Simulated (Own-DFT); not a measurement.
# Computed records: GaP (zincblende, strained, atoms displaced)

All values are calculated (Own-DFT development build). A calculation, not a measurement: plane-wave PBE density functional theory by an unreviewed code, no spin, of a simulated periodic cell, stress positive in tension, free energy of the whole cell less one offset for each atom, forces on such cells passed a denser k mesh, this cell's mesh not checked; offsets are fitted by least squares, one for each functional and potential file, so energies compare only between cells with the same atoms and settings and are not formation energies; the far tail of each file's local potential was reset to the Coulomb form; each entry is a single point on an unrelaxed cell, so the pressure reflects the starting lattice, mostly measured values (interpolated for alloys), from which strain is counted, and rises with the displacements; printed positions are rounded, which can move forces by about a meV/angstrom; the program, named Own-DFT, is a retired in-house code; no spin-orbit coupling.

Entry: GaP (zincblende, strained, atoms displaced)

```
GaP
1.0
     10.8620     0.0000     0.0000
      0.0000    10.8620     0.0000
      0.0000     0.0000    10.9361
Ga P Ga P Ga P Ga P Ga P Ga P Ga P Ga P
4 4 4 4 4 4 4 4 4 4 4 4 4 4 4 4
Direct
  0.00540 0.00110 0.98858
  0.00835 0.24563 0.25029
  0.25117 0.00369 0.25712
  0.24947 0.25890 0.99792
  0.12634 0.12426 0.12760
  0.12472 0.37570 0.37745
  0.38033 0.13031 0.37565
  0.37465 0.38143 0.13606
  0.99499 0.99701 0.49551
  0.99670 0.24766 0.75126
  0.24008 0.99582 0.74812
  0.24987 0.25388 0.51174
  0.12575 0.12226 0.61786
  0.12582 0.36894 0.87239
  0.37792 0.12743 0.87635
  0.37722 0.37499 0.61982
  0.00133 0.49261 0.99949
  0.00145 0.75773 0.23897
  0.25241 0.49873 0.25426
  0.25116 0.75381 0.98645
  0.12182 0.62153 0.12839
  0.12156 0.87516 0.37058
  0.37186 0.62277 0.37874
  0.37837 0.87871 0.12353
  0.99720 0.50472 0.49821
  0.99414 0.75309 0.74751
  0.24782 0.49743 0.75854
  0.24667 0.74704 0.50357
  0.13064 0.63018 0.62900
  0.12950 0.87697 0.87415
  0.38170 0.62256 0.88213
  0.37790 0.87919 0.62410
  0.49697 0.99776 0.00187
  0.50640 0.24775 0.24724
  0.74700 0.99461 0.24216
  0.74360 0.24250 0.99832
  0.62771 0.12334 0.11897
  0.62481 0.37208 0.37900
  0.87117 0.12212 0.37759
  0.87170 0.36980 0.13255
  0.50361 0.00048 0.50572
  0.50092 0.25149 0.74573
  0.75320 0.00250 0.75382
  0.75154 0.25327 0.50671
  0.61479 0.12809 0.63307
  0.62010 0.37778 0.87356
  0.88091 0.13019 0.87325
  0.88220 0.38227 0.62075
  0.50866 0.49970 0.99813
  0.49530 0.74551 0.24730
  0.75292 0.50284 0.25283
  0.74626 0.75261 0.00569
  0.61792 0.62480 0.12666
  0.62247 0.87585 0.37254
  0.87997 0.62218 0.37865
  0.87096 0.87781 0.13496
  0.50158 0.50294 0.48958
  0.50343 0.74893 0.75288
  0.74337 0.50299 0.74735
  0.75033 0.75032 0.50358
  0.62131 0.62558 0.62213
  0.62595 0.88126 0.87728
  0.87364 0.62488 0.88258
  0.86751 0.87478 0.61943
```

| Quantity | Value |
| --- | --- |
| functional | PBE |
| potential files | PseudoDojo norm-conserving, scalar-relativistic, standard set |
| wave cutoff | 42 hartree |
| occupations | Fermi-Dirac |
| smearing width | 0.1 eV |
| hardware | one NVIDIA H100 |
| k mesh | 3 x 3 x 3 centred on Gamma |
| free energy of cell above offsets | -33.432 eV |
| pressure | 3.51 GPa |
| stress xx | -3.7 GPa |
| stress yy | -3.79 GPa |
| stress zz | -3.04 GPa |
| stress yz | 0.13 GPa |
| stress xz | 0.37 GPa |
| stress xy | 0.48 GPa |
| wall time | 536.5 s |

Force:
```csv
element,x (eV/Å),y (eV/Å),z (eV/Å)
Ga,-0.394,0.115,1.601
Ga,-0.966,0.213,0.582
Ga,0.394,-0.064,-0.365
Ga,0.805,-0.877,0.985
P,0.373,-0.153,-0.907
P,0.137,-0.136,0.275
P,-0.314,-0.262,0.544
P,0.747,-0.709,-1.544
Ga,0.21,0.089,0.039
Ga,0.766,0.489,-1.33
Ga,1.491,1.04,-0.361
Ga,0.037,-0.256,-1.511
P,-0.858,-0.157,0.782
P,-0.629,0.489,0.061
P,-0.744,-0.074,-0.266
P,0.138,1.023,0.975
Ga,-0.388,0.062,0.494
Ga,0.059,-1.084,1.122
Ga,-0.793,0.418,0.294
Ga,0.342,-0.685,1.897
P,0.719,0.317,-0.946
P,0.488,-0.272,0.541
P,-0.123,0.758,-0.441
P,-1.133,-0.619,0.397
Ga,1.451,-0.109,0.281
Ga,0.086,-0.245,0.316
Ga,0.838,0.33,-0.798
Ga,0.573,0.964,-0.52
P,-1.012,-0.851,0.405
P,-1.25,-0.59,-0.555
P,-0.46,0.1,-0.911
P,-0.546,-0.775,0.461
Ga,0.212,0.637,-0.417
Ga,-0.267,0.216,0.132
Ga,-0.487,1.197,1.513
Ga,0.841,1.291,-0.219
P,-0.694,-0.474,0.571
P,0.529,0.194,-0.625
P,-0.197,0.389,-0.561
P,0.208,-0.111,-0.863
Ga,-0.269,0.224,-0.895
Ga,-1.101,0.601,0.935
Ga,-0.352,0.198,-0.428
Ga,-0.141,-0.471,-0.048
P,2.143,-0.579,-0.755
P,0.863,-0.8,-0.309
P,-0.925,-0.67,0.381
P,-0.873,-0.586,1.186
Ga,-1.026,-0.26,1.009
Ga,-0.251,0.521,0.565
Ga,-0.425,-0.236,0.102
Ga,0.114,-0.02,0.006
P,1.201,-0.109,0.169
P,0.044,-0.416,0.22
P,-0.639,1.492,-0.866
P,0.767,-0.174,-2.486
Ga,-0.097,-0.422,0.823
Ga,-0.317,0.37,-0.15
Ga,0.813,-0.039,0.208
Ga,-0.512,-0.501,-1.123
P,0.017,0.031,-0.002
P,0.142,-0.628,-0.049
P,-0.115,0.067,-0.614
P,0.743,0.579,0.993
```
